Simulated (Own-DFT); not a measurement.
# Which defects push the lattice out? C11b WSi2

No measurement is shown. These are fixed-geometry runs of a retired plane-wave code named Own-DFT, which no person has reviewed; spin and spin-orbit coupling are neglected.

Settings: PBEsol; PseudoDojo norm-conserving scalar-relativistic files, made for PBE; cutoff 50 hartree; 5 x 5 x 5 k mesh centred on Gamma; cold (Marzari-Vanderbilt) smearing of 0.2 eV.

Caveats: forces on such cells failed a check on a denser k mesh; stress not checked against mesh or cutoff.

All runs share one cell, with vectors in Å (-2.148, -5.953, 3.409); (-6.444, 2.976, 1.136); (-2.553, -2.948, -6.757) and a volume of 403.2 Å³. The atoms are randomly displaced, by u rms on each axis. The defect's site can differ from row to row.

```
cell,formula,u (Å),P (GPa)
no defect,Si20W10,0.0189,0.31
no defect,Si20W10,0.0204,0.56
no defect,Si20W10,0.0426,1.21
one W on a Si site,Si19W11,0.0259,5.25
one W on a Si site,Si19W11,0.0295,5.56
one W on a Si site,Si19W11,0.0492,7.45
one Si on a W site,Si21W9,0.0290,2.04
one Si on a W site,Si21W9,0.0363,?
one Si on a W site,Si21W9,0.0488,3.22
one Si on a W site,Si21W9,0.0533,3.82
one Si vacancy,Si19W10,0.0297,-0.39
one Si vacancy,Si19W10,0.0322,-0.49
one Si vacancy,Si19W10,0.0474,-0.08
```

## Analysis

P = P0 + c u² + a shift for each defect gives P0 = 0.00 GPa, c = 799 ± 135 GPa/Å² and a scatter of 0.34 GPa. The shifts, and each times the cell's volume:

- one W on a Si site: 5.03 ± 0.29 GPa, 12.6 eV
- one Si on a W site: 1.41 ± 0.32 GPa, 3.5 eV
- one Si vacancy: -1.44 ± 0.29 GPa, -3.6 eV

Positive is outwards. The product with the volume (160.2 GPa Å³ to the eV) is nearly free of the cell's size; divided by the bulk modulus at the cell's pressure it gives the volume that the defect adds. The atoms around the defects weren't relaxed, which would change these numbers.

## The run left out

The question: what pressure belongs in the blank (one Si on a W site, u = 0.0363 Å)?

From the fit: 2.46 ± 0.41 GPa. The calculation gave 2.88 GPa.
